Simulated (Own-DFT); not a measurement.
Si3N4 (beta silicon nitride, strained, atoms displaced) (calculated)

Computed with Own-DFT development build. A calculation, not a measurement: plane-wave PBE density functional theory by an unreviewed code, no spin, of a simulated periodic cell, stress positive in tension, free energy of the whole cell less one offset for each atom, forces on such cells moved up to 12 meV/angstrom on a denser k mesh; offsets are fitted by least squares, one for each functional and potential file, so energies compare only between cells with the same atoms and settings and are not formation energies; the far tail of each file's local potential was reset to the Coulomb form; each entry is a single point on an unrelaxed cell, so the pressure reflects the starting lattice, mostly measured values (interpolated for alloys), from which strain is counted, and rises with the displacements; printed positions are rounded, which can move forces by about a meV/angstrom; the program, named Own-DFT, is a retired in-house code; no spin-orbit coupling; before rounding, a Quantum ESPRESSO 7.3.1 run of the same cell and cutoff gave forces within 1 meV/angstrom rms on each cell, which checks the program and not the settings.

Common to all runs: functional PBE; potential files PseudoDojo norm-conserving, scalar-relativistic, standard set; wave cutoff 42 hartree; occupations Fermi-Dirac; smearing width 0.1 eV; k mesh 2 x 2 x 4 centred on Gamma.

(1) Si3N4 (beta silicon nitride, strained, atoms displaced)

```
cell vectors (Å)
  14.9715     0.0851     0.2768
  -7.4120    13.0828     0.0473
   0.1059     0.0820     5.7124
atoms (fractions of the cell vectors)
Si  0.09063  0.39613  0.11224
Si  0.11992  0.21077  0.13112
Si  0.29740  0.41296  0.12530
Si  0.41148  0.11164  0.37976
Si  0.38843  0.30012  0.37658
Si  0.19370  0.08743  0.36985
N   0.16569  0.01757  0.11743
N   0.48070  0.14264  0.12200
N   0.35239  0.33825  0.12243
N   0.33243  0.47824  0.36712
N   0.01198  0.35452  0.38490
N   0.15316  0.16023  0.36871
N   0.16908  0.34035  0.11781
N   0.33100  0.16392  0.37283
Si  0.08832  0.38799  0.61909
Si  0.11298  0.19943  0.61743
Si  0.29292  0.41094  0.62641
Si  0.41813  0.11795  0.87019
Si  0.37994  0.29924  0.88420
Si  0.20178  0.08443  0.87159
N   0.16899  0.01424  0.63972
N   0.48305  0.14760  0.62982
N   0.35182  0.33561  0.62934
N   0.33713  0.48424  0.87737
N   0.01647  0.35187  0.86851
N   0.15196  0.16611  0.86249
N   0.17018  0.33490  0.64918
N   0.34225  0.17247  0.87349
Si  0.09329  0.88851  0.14021
Si  0.11340  0.69984  0.12457
Si  0.29301  0.91092  0.13394
Si  0.41709  0.61874  0.38054
Si  0.38606  0.79877  0.37467
Si  0.19834  0.58322  0.38474
N   0.16326  0.51469  0.13528
N   0.48253  0.64624  0.10892
N   0.34638  0.83389  0.11736
N   0.33381  0.98142  0.38183
N   0.01969  0.84959  0.38299
N   0.15081  0.66271  0.37023
N   0.17059  0.83587  0.14194
N   0.32764  0.66335  0.37430
Si  0.09167  0.88434  0.61100
Si  0.11145  0.69993  0.62234
Si  0.30431  0.91927  0.62627
Si  0.41750  0.62022  0.86090
Si  0.38284  0.80113  0.88326
Si  0.20331  0.58881  0.88334
N   0.17285  0.51741  0.63169
N   0.48129  0.65149  0.63010
N   0.35327  0.83428  0.62754
N   0.33282  0.98817  0.87708
N   0.01901  0.85181  0.87211
N   0.14883  0.66393  0.87033
N   0.16731  0.83459  0.62732
N   0.32702  0.66488  0.87794
Si  0.58798  0.38801  0.12410
Si  0.61441  0.20047  0.11896
Si  0.80105  0.41943  0.13503
Si  0.91493  0.11136  0.37686
Si  0.87922  0.29970  0.38400
Si  0.69572  0.08323  0.37254
N   0.66846  0.02485  0.12821
N   0.98935  0.15270  0.13226
N   0.84302  0.33218  0.13445
N   0.84132  0.48633  0.37792
N   0.51607  0.35290  0.36467
N   0.65204  0.16278  0.36971
N   0.66796  0.33060  0.13040
N   0.83777  0.16556  0.36058
Si  0.59092  0.39064  0.61940
Si  0.61062  0.19880  0.63890
Si  0.80652  0.41848  0.63312
Si  0.91847  0.11914  0.87319
Si  0.88542  0.30146  0.88230
Si  0.70190  0.08349  0.87525
N   0.66899  0.01880  0.62824
N   0.98214  0.14797  0.62983
N   0.85349  0.33556  0.61174
N   0.83338  0.48186  0.87195
N   0.51696  0.35529  0.87632
N   0.65076  0.16538  0.88116
N   0.66501  0.33166  0.61362
N   0.83335  0.16897  0.88007
Si  0.58394  0.88310  0.12018
Si  0.62025  0.70735  0.12008
Si  0.79613  0.91218  0.12956
Si  0.91555  0.61779  0.37735
Si  0.88687  0.80051  0.36560
Si  0.70008  0.58401  0.37657
N   0.66438  0.50902  0.11591
N   0.98741  0.65307  0.13183
N   0.84708  0.82630  0.13134
N   0.83186  0.97938  0.36755
N   0.50860  0.84767  0.36939
N   0.65189  0.66495  0.37002
N   0.66321  0.83237  0.12917
N   0.83041  0.66826  0.40833
Si  0.58675  0.88061  0.63193
Si  0.62227  0.70831  0.62462
Si  0.79447  0.91218  0.62652
Si  0.91134  0.61078  0.87309
Si  0.88808  0.79657  0.86657
Si  0.70223  0.58152  0.89439
N   0.67260  0.52316  0.62343
N   0.98607  0.65016  0.62336
N   0.85392  0.83780  0.62277
N   0.83502  0.98557  0.86157
N   0.50858  0.84648  0.86566
N   0.65222  0.66501  0.86901
N   0.66863  0.83714  0.61286
N   0.82012  0.65701  0.87583
```

| Item | Value |
| --- | --- |
| free energy of cell above offsets | -2.808 eV |
| pressure | 19.39 GPa |
| stress xx | -18.34 GPa |
| stress yy | -13.13 GPa |
| stress zz | -26.7 GPa |
| stress yz | 4.57 GPa |
| stress xz | 7.16 GPa |
| stress xy | 1.15 GPa |

Force:
```
element  x (eV/Å)  y (eV/Å)  z (eV/Å)
     Si    -0.872    -5.865     1.828
     Si     0.815    -0.522    -2.552
     Si     0.127     0.688    -0.656
     Si    -1.644     0.887    -0.405
     Si    -1.253    -2.227    -0.039
     Si     10.49    -4.965     1.364
      N    -0.307    -1.539     2.901
      N     2.179     1.083     0.481
      N     -0.97    -0.233     3.351
      N     0.246     3.703     2.116
      N     1.468     0.755    -1.999
      N    -9.242     6.822    -0.069
      N    -0.713    -1.625     0.908
      N    -0.273     0.573     0.125
     Si      1.08    -0.444    -0.616
     Si     0.779     2.041     1.398
     Si     2.883     1.723     0.749
     Si    -3.738    -1.274     3.803
     Si     3.586    -1.302    -2.876
     Si     2.041     4.046    -0.548
      N    -0.985    -0.829    -4.272
      N     1.939     0.369    -4.064
      N    -0.928     0.468    -0.596
      N    -0.213     1.647    -1.888
      N     -1.03     0.311     1.965
      N    -0.404     0.151     1.724
      N    -3.449    -3.146     -1.83
      N    -2.607    -1.523     0.147
     Si     -0.55    -0.565    -4.195
     Si     1.774     2.183     0.112
     Si     1.834     2.424     -1.16
     Si    -2.659    -2.442    -2.458
     Si    -3.367    -3.383    -0.572
     Si     1.939     1.374    -1.336
      N    -0.047     3.419    -0.582
      N     2.082     1.773     2.092
      N    -0.376     0.883     3.892
      N     0.306     2.057    -2.666
      N    -2.673    -0.809    -1.048
      N    -2.025     0.758     0.372
      N    -1.989    -3.006    -0.596
      N     1.879     1.474     0.072
     Si    -0.347     1.385     3.827
     Si     2.664     2.668     -0.03
     Si    -1.125    -3.669     3.253
     Si    -5.535    -3.931     6.584
     Si     0.043     -4.06    -2.881
     Si     0.369    -0.782    -0.891
      N    -0.904    -1.732     1.478
      N      5.64     3.182    -6.077
      N    -1.933     1.508     0.018
      N      0.49    -0.801     0.404
      N    -0.454    -0.639     1.606
      N    -1.173     0.193     0.131
      N     2.815    -1.579     0.039
      N     2.997     2.445     0.125
     Si     1.478    -4.728    -2.485
     Si    -0.828     1.137     3.061
     Si    -1.594    -4.051    -0.168
     Si    -2.756     0.612      0.23
     Si     5.241    -4.926    -5.975
     Si     4.145     3.182     1.473
      N    -0.291     -7.38    -0.875
      N     0.598    -0.502    -1.879
      N     0.657     0.999    -0.998
      N    -0.194     2.028     0.054
      N     0.131     0.423     3.142
      N    -3.395     1.714     1.458
      N    -1.033     1.929    -0.396
      N    -2.022     -0.04     1.058
     Si    -0.162    -1.109     0.319
     Si      1.95     1.984    -2.884
     Si     -2.76    -4.638    -2.478
     Si    -3.508    -0.805     4.084
     Si     0.236     -2.05    -0.729
     Si     0.922     4.011    -1.184
      N    -0.499    -4.085     0.063
      N     3.017      0.92    -3.922
      N    -3.663     2.578     8.383
      N     0.758     2.402      2.02
      N    -0.448     0.028     -0.13
      N     0.927     -1.02    -2.448
      N     1.459     1.245     0.813
      N     0.821    -0.076    -0.502
     Si    -0.584     1.625    -0.371
     Si    -1.174    -2.783    -0.231
     Si      0.53    -0.819    -2.497
     Si    -2.703      0.06     1.352
     Si     1.616    -1.969     3.474
     Si     1.467      2.15    -1.933
      N     0.414      1.82     5.411
      N    -1.541    -0.944     -2.83
      N    -2.405     2.099    -3.261
      N     0.504     2.043     1.104
      N     4.316     2.002     1.266
      N    -1.577     0.706    -0.402
      N     0.796     1.617    -0.494
      N     2.056    -0.278    -2.115
     Si    -2.108     2.512    -2.995
     Si    -0.621    -2.048    -0.394
     Si     2.241     0.621      -0.3
     Si    -1.689     1.995     1.374
     Si     -0.16    -1.301     0.762
     Si    -3.733     1.227     -5.99
      N    -0.621    -4.215     2.256
      N     -1.36    -0.867     0.045
      N    -0.856     0.287     0.268
      N     0.031     0.151     2.686
      N     2.481      1.14     2.798
      N    -0.366     0.424     0.531
      N     0.022    -2.031     0.597
      N     7.155     4.896     0.818
```

(2) Si3N4 (beta silicon nitride, strained, atoms displaced)

```
cell vectors (Å)
  15.2834     0.0464     0.1808
  -7.6015    13.1667    -0.2165
   0.0691    -0.0557     5.9051
atoms (fractions of the cell vectors)
Si  0.08925  0.38562  0.12602
Si  0.11676  0.19950  0.12763
Si  0.29490  0.40460  0.12470
Si  0.41392  0.11580  0.38322
Si  0.38627  0.29502  0.37756
Si  0.20578  0.08674  0.37249
N   0.16924  0.01484  0.12738
N   0.47864  0.14599  0.13034
N   0.35415  0.32877  0.13989
N   0.33093  0.48093  0.36397
N   0.01607  0.35135  0.36302
N   0.14208  0.16657  0.38725
N   0.16544  0.33491  0.12538
N   0.33407  0.17215  0.38194
Si  0.09187  0.38848  0.63609
Si  0.11187  0.19970  0.61913
Si  0.29842  0.41474  0.65097
Si  0.41596  0.11547  0.87013
Si  0.37615  0.29455  0.86326
Si  0.19660  0.08017  0.88256
N   0.16655  0.01189  0.63174
N   0.48199  0.15058  0.61866
N   0.34697  0.33319  0.63731
N   0.33302  0.49022  0.88404
N   0.01951  0.34412  0.88570
N   0.14145  0.15469  0.86647
N   0.16969  0.33557  0.63292
N   0.33242  0.16398  0.88178
Si  0.08345  0.87437  0.12726
Si  0.10874  0.69878  0.12859
Si  0.29453  0.90983  0.12173
Si  0.41137  0.61596  0.37379
Si  0.38240  0.80174  0.39272
Si  0.19985  0.58509  0.36791
N   0.17221  0.52029  0.12560
N   0.48706  0.65356  0.12852
N   0.34792  0.82979  0.12974
N   0.33666  0.98306  0.37818
N   0.01324  0.84787  0.37530
N   0.14634  0.66517  0.36745
N   0.16961  0.83328  0.12393
N   0.32861  0.66095  0.36036
Si  0.09260  0.88895  0.61826
Si  0.11945  0.70312  0.61935
Si  0.29629  0.90690  0.61385
Si  0.40657  0.61462  0.87334
Si  0.38973  0.80113  0.86310
Si  0.20505  0.58536  0.85663
N   0.16589  0.52061  0.62065
N   0.49017  0.65312  0.62202
N   0.34822  0.82750  0.62727
N   0.33885  0.99351  0.86153
N   0.00953  0.85058  0.89154
N   0.15111  0.66439  0.86639
N   0.16563  0.82602  0.61990
N   0.34069  0.66450  0.87129
Si  0.58745  0.38612  0.12475
Si  0.61746  0.20476  0.13034
Si  0.79762  0.41016  0.12611
Si  0.91388  0.11734  0.37416
Si  0.88097  0.28936  0.35845
Si  0.69941  0.08584  0.39377
N   0.66227  0.01708  0.14111
N   0.98046  0.15242  0.11663
N   0.85869  0.33848  0.12651
N   0.83454  0.48563  0.38082
N   0.51311  0.34288  0.37188
N   0.64774  0.16919  0.39607
N   0.66393  0.33258  0.12607
N   0.83485  0.17122  0.38130
Si  0.59046  0.38947  0.63438
Si  0.61760  0.20716  0.61691
Si  0.79663  0.41540  0.62449
Si  0.91456  0.11482  0.86749
Si  0.88279  0.29105  0.88918
Si  0.69915  0.08421  0.87306
N   0.67125  0.01393  0.62779
N   0.97479  0.14556  0.60781
N   0.85170  0.34112  0.62364
N   0.82886  0.47501  0.87361
N   0.51351  0.34892  0.86002
N   0.65332  0.16481  0.87751
N   0.66806  0.33681  0.62044
N   0.83368  0.16585  0.88784
Si  0.58800  0.88255  0.11791
Si  0.61737  0.69758  0.12078
Si  0.80176  0.91844  0.14152
Si  0.91358  0.61947  0.38378
Si  0.88631  0.80339  0.36544
Si  0.70158  0.58659  0.39177
N   0.66353  0.51678  0.12029
N   0.98677  0.65336  0.13536
N   0.85197  0.83870  0.11674
N   0.83634  0.98574  0.39303
N   0.51744  0.85049  0.38275
N   0.65748  0.66655  0.37736
N   0.66966  0.83752  0.12112
N   0.82619  0.67242  0.37065
Si  0.58938  0.88375  0.61423
Si  0.61662  0.70569  0.62493
Si  0.79922  0.91334  0.62265
Si  0.91501  0.61537  0.86672
Si  0.87959  0.79413  0.87873
Si  0.69927  0.58810  0.89841
N   0.66662  0.51220  0.61348
N   0.98652  0.64771  0.63607
N   0.84926  0.82885  0.61548
N   0.82906  0.97619  0.88265
N   0.51567  0.84757  0.88206
N   0.64654  0.66617  0.87120
N   0.66936  0.83694  0.62894
N   0.82846  0.66938  0.87740
```

| Property | Result |
| --- | --- |
| free energy of cell above offsets | -7.211 eV |
| pressure | 3.31 GPa |
| stress xx | -2.88 GPa |
| stress yy | -5.55 GPa |
| stress zz | -1.49 GPa |
| stress yz | -2.93 GPa |
| stress xz | 3.67 GPa |
| stress xy | 2 GPa |

Force:
```
element  x (eV/Å)  y (eV/Å)  z (eV/Å)
     Si    -0.344     1.095      0.27
     Si    -2.621     1.109    -0.779
     Si     0.178     1.648     1.335
     Si    -1.518    -0.102    -1.432
     Si    -0.117     2.214     1.191
     Si    -0.666     0.794      1.28
      N    -0.645    -1.735     0.781
      N     2.502     0.963    -0.744
      N    -3.198     1.584    -3.024
      N     0.665     0.606     2.916
      N     0.179    -0.057     2.601
      N     4.253    -2.787    -4.621
      N     2.573    -2.382    -0.187
      N     0.462    -4.405     0.347
     Si    -1.382    -1.526    -1.863
     Si    -2.669     2.024     4.082
     Si    -0.314     0.013     -4.43
     Si    -1.406     2.619       1.1
     Si     4.128      -1.6     3.453
     Si     2.444      1.94     -0.57
      N    -0.052     2.088      -1.9
      N     2.337     0.973     1.446
      N    -0.841      0.85    -2.275
      N     0.532    -3.388     0.807
      N     -1.69     0.216    -1.753
      N    -0.785     0.859     0.741
      N    -0.527    -1.121     0.182
      N    -1.418     0.035    -0.549
     Si    -0.625     2.055    -0.578
     Si     3.885     1.148    -1.614
     Si     1.923     2.138    -0.718
     Si     1.012    -0.674    -0.229
     Si     4.573    -3.537    -6.798
     Si     0.399     1.673     0.186
      N    -0.904    -2.285    -2.997
      N     -0.13    -0.657    -0.729
      N    -0.357     1.052    -0.685
      N    -0.327    -0.647    -0.585
      N     1.662      0.74     0.559
      N     1.059    -0.847     0.099
      N    -1.574     -1.39    -0.152
      N    -0.202     2.836     1.266
     Si    -1.506    -4.083     1.416
     Si    -0.487    -2.724     1.378
     Si    -0.977     2.309     1.834
     Si     8.373     0.786     0.891
     Si     0.385    -2.697     3.889
     Si     0.417     2.568     4.471
      N    -0.107     -2.68    -1.666
      N    -2.558    -1.585     0.172
      N     -2.97     2.084     2.943
      N     0.014    -6.815     0.608
      N     2.405     0.566    -2.214
      N    -0.422     0.125     0.785
      N    -0.936     3.856     0.016
      N    -8.078      3.66    -0.997
     Si    -1.418    -1.247    -0.779
     Si    -1.258    -1.528     0.011
     Si    -0.435      0.31      0.43
     Si    -2.325    -0.511    -2.897
     Si     0.078      6.25     3.519
     Si     0.549     1.635    -1.991
      N    -0.059    -0.246    -1.587
      N     2.239    -0.181     0.931
      N    -2.209      0.36     0.287
      N    -0.013     0.964    -1.248
      N     1.076     1.724     0.799
      N     3.427    -2.398    -5.757
      N     1.422     0.542         0
      N     -0.34    -5.762     0.208
     Si     -0.43    -2.992    -2.547
     Si    -2.673     1.393     5.621
     Si     0.823    -1.838    -1.056
     Si    -1.802    -1.588     0.719
     Si     0.351     2.627    -3.981
     Si     1.861     0.457     2.587
      N    -0.808    -0.094     0.231
      N     4.053     1.999     3.801
      N     2.301    -2.172     0.099
      N     0.239      4.46     2.207
      N     -0.72     0.085     2.621
      N    -2.309     1.077    -0.489
      N    -0.486     -0.63     0.322
      N    -0.363    -2.099    -0.566
     Si     0.074     0.523     2.017
     Si    -2.501     2.458      2.67
     Si    -1.373    -1.861    -1.773
     Si    -1.928    -0.446    -0.145
     Si     -0.54    -1.684    -0.297
     Si     0.898     0.215    -2.462
      N    -0.072    -1.351     2.809
      N    -2.846     -1.41    -1.394
      N    -0.412     0.421     2.299
      N     0.148     1.095    -1.957
      N    -1.919     -0.34    -1.279
      N    -3.279     1.222     -0.56
      N     1.132    -1.551     0.695
      N      4.58    -1.324     0.136
     Si     0.121     -0.52      2.04
     Si     0.702     0.244    -0.744
     Si     0.371    -1.812     2.334
     Si    -2.617    -1.276     3.223
     Si     0.148     1.786    -2.208
     Si     0.605     0.972    -4.509
      N    -0.229     2.258     3.096
      N     0.025     0.543    -2.207
      N    -1.601       2.1     2.036
      N     0.775      3.61    -0.602
      N     0.265     1.236    -2.361
      N     1.786    -1.117    -0.869
      N     0.531    -0.993    -0.504
      N     2.377    -3.096     0.064
```
